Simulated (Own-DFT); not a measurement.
# Response to strain: hcp Ru, 36 atoms (Ru36)

These are calculations, not measurements. The program, named Own-DFT, is a retired in-house plane-wave density functional code that no person has reviewed. Each row is one single-point run on a periodic cell that was not relaxed, without spin or spin-orbit coupling.

Settings of every run: PBE; PseudoDojo norm-conserving scalar-relativistic files; cutoff 50 hartree; 5 x 5 x 4 k mesh centred on Gamma; cold (Marzari-Vanderbilt) smearing of 0.2 eV.

Known limits: forces on such cells failed a check on a denser k mesh; stress not checked against mesh or cutoff.

Unstrained cell vectors in Å: (8.118, 0.000, 0.000); (-4.059, 7.030, 0.000); (0.000, 0.000, 8.563). The unstrained cell has measured lattice constants (interpolated for alloys), not those of this functional. That, the random moves and any unrelaxed bonds set the pressure at no strain. Each run strains this cell uniformly, with the atoms carried along. Every atom was also moved at random, by a Gaussian of width 0.05 Å on each axis. Strain is the symmetric tensor, in per cent. Stress is positive in tension, and the pressure is minus a third of its trace.

| run | e_xx (%) | e_yy (%) | e_zz (%) | e_yz (%) | e_xz (%) | e_xy (%) | s_xx (GPa) | s_yy (GPa) | s_zz (GPa) | s_yz (GPa) | s_xz (GPa) | s_xy (GPa) | P (GPa) | E (meV/atom) |
|---|---|---|---|---|---|---|---|---|---|---|---|---|---|---|
| 1 | -1.94 | -0.61 | -1.00 | 1.22 | 0.86 | 0.02 | -25.07 | -17.06 | -19.95 | 4.88 | 3.95 | 0.04 | 20.70 | 47.2 |
| 2 | 1.93 | 1.05 | 1.35 | -1.31 | -0.86 | 1.32 | 6.67 | 3.13 | 5.06 | -4.48 | -2.36 | 5.16 | -4.95 | 26.4 |
| 3 | -1.66 | -1.82 | -1.62 | -1.19 | 0.78 | 1.86 | -26.59 | -28.71 | -27.83 | -5.53 | 3.42 | 8.33 | 27.71 | 88.1 |
| 4 | -0.21 | 0.73 | 0.97 | -1.76 | 1.55 | 0.77 | -6.47 | -1.75 | -2.15 | -5.79 | 6.16 | 2.87 | 3.46 | 22.3 |
| 5 | 1.26 | -0.36 | 1.86 | 0.72 | -1.62 | -1.38 | 2.17 | -2.88 | 6.21 | 2.17 | -5.55 | -5.17 | -1.83 | 0.0 |
| 6 | -0.32 | -0.83 | -1.33 | -1.14 | -0.65 | -1.79 | -15.00 | -17.50 | -19.22 | -5.20 | -2.85 | -8.26 | 17.24 | 46.0 |
| 7 | -1.38 | -0.63 | 0.99 | 1.76 | -2.00 | 0.99 | -16.58 | -12.49 | -5.58 | 6.62 | -7.96 | 4.85 | 11.55 | 37.4 |
| 8 | -0.75 | -0.31 | -0.42 | 0.61 | -1.98 | -1.34 | -14.11 | -12.04 | -13.21 | 2.49 | -8.19 | -5.60 | 13.12 | 31.6 |
| 9 | -1.77 | -1.03 | -0.57 | 0.29 | -0.61 | 0.01 | -23.42 | -19.53 | -17.87 | 1.43 | -2.38 | 0.10 | 20.27 | 52.9 |
| 10 | -1.71 | 0.61 | -1.78 | -1.88 | -1.26 | 0.94 | -21.13 | -11.45 | -23.55 | -7.95 | -5.61 | 3.52 | 18.71 | 52.4 |
| 11 | 0.67 | 1.74 | 0.61 | 1.28 | 0.34 | -0.33 | 0.30 | 4.66 | -0.55 | 4.72 | 0.63 | -0.90 | -1.47 | 10.8 |
| 12 | -0.75 | 0.95 | 1.25 | 1.16 | 0.15 | 1.65 | -8.66 | -2.16 | 0.95 | 4.23 | 0.23 | 6.31 | 3.29 | 20.8 |
| 13 | -1.58 | 1.89 | -1.38 | 1.23 | -0.33 | -0.55 | -16.66 | -3.38 | -17.40 | 5.60 | -1.61 | -1.05 | 12.48 | 42.7 |
| 14 | 0.62 | -1.44 | -1.45 | -1.10 | -1.31 | -0.54 | -9.08 | -18.89 | -20.24 | -4.66 | -5.38 | -2.08 | 16.07 | 36.6 |
| 15 | 0.12 | -1.43 | -0.67 | -0.20 | 0.78 | 0.06 | -10.78 | -18.70 | -15.28 | -0.80 | 3.07 | 0.45 | 14.92 | 32.9 |
| 16 | -0.56 | -1.86 | 1.91 | -1.42 | 1.67 | -1.86 | ? | ? | ? | ? | ? | ? | ? | ? |

E is the free energy for each atom above the lowest run shown.

## Worked fit

Each stress component was fitted by least squares to a constant and the strains of the runs shown, as fractions, with shears doubled. Shear strains stay in the fit of a normal stress only where such slopes are resolved. The slopes, in GPa:

```
stress,at no strain,per e_xx,per e_yy,per e_zz,scatter
s_xx,-8.5,641 ± 23,205 ± 21,170 ± 23,0.86
s_yy,-8.6,182 ± 28,608 ± 26,236 ± 29,1.06
s_zz,-8.8,179 ± 21,178 ± 19,694 ± 21,0.78
```

Each shear stress against twice its own strain: yz 191 ± 9, xz 200 ± 7, xy 214 ± 9 GPa. These are stiffnesses along x, y and z of the frame in which the cell vectors are given, which need not be the crystal's axes. The atoms are held to the strained lattice; where symmetry lets them move under strain, relaxing them would lower some slopes. The table should be nearly symmetric about its diagonal, and what it lacks of that shows the noise. A ninth of its sum, 344 ± 7 GPa, estimates the bulk modulus near the mean pressure of these runs, 11.4 GPa, so it lies above the value at zero pressure.

## Withheld run

Question: what normal stresses and pressure should run 16 give?

The fit gives s_xx = -12.7, s_yy = -16.4, s_zz = 0.1 and P = 9.7 GPa. The calculation gave -12.32, -18.35, -0.82 and P = 10.49 GPa.
